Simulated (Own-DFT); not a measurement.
# Misfit strain and the stress it brings: wurtzite GaN, 72 atoms (Ga36N36)

Calculated, not measured: single-point runs of Own-DFT, a retired in-house plane-wave DFT program that no person has reviewed, on unrelaxed cells, without spin or spin-orbit coupling.

All runs used: PBE; PseudoDojo norm-conserving scalar-relativistic files (stringent for Ga); cutoff 96 hartree; 4 x 4 x 3 k mesh centred on Gamma; Gaussian smearing of 0.01 eV.

Keep in mind: forces not confirmed at this smearing and k mesh; stress not checked against mesh or cutoff.

Unstrained cell vectors in Å: (9.567, 0.000, 0.000); (-4.783, 8.285, 0.000); (0.000, 0.000, 10.370). The unstrained cell has measured lattice constants (interpolated for alloys), not those of this functional. That, the random moves and any unrelaxed bonds set the pressure at no strain. Each run strains x and y alike by e, as a substrate would, and holds the height along z. Random moves of width 0.05 Å per axis were added to every atom. Stress is positive in tension.

```
e (%),u (Å),(s_xx + s_yy)/2 (GPa),s_zz (GPa)
-2.50,0.049,-20.20,-13.18
-1.75,0.048,-16.99,-10.64
-1.25,0.048,-12.87,-9.92
-0.25,0.049,-8.01,-8.24
0.25,0.052,-4.80,-8.96
0.50,0.048,?,?
0.75,0.052,-4.02,-5.23
1.00,0.052,-1.51,-7.18
1.50,0.053,0.42,-4.37
3.00,0.051,6.02,-1.36
```

## Worked fit

With e as a fraction, the in-plane stress is -6.7 + 497 e - 2401 e² GPa (errors 14 and 772, scatter 0.66), and s_zz is -7.8 + 201 e GPa (slope ± 20, scatter 0.99). At e = 0 the first slope is C11 + C12 and the second 2 C13, both with the ions held to the strained lattice and at the cell's own pressure. The term in e² is negative: the layer stiffens under compression and softens under tension. A free layer would change its height as e changes, and the in-plane slope would drop by 2 C13²/C33 to the biaxial modulus. At fixed height, a misfit of 1 % moves the in-plane stress by about 5.0 GPa and s_zz by 2.0 GPa.

## Withheld run

Question: what are the two stresses at e = 0.50 %?

The fitted form gives -4.2 and -6.8 GPa. Computed: -4.09 and -5.85 GPa.
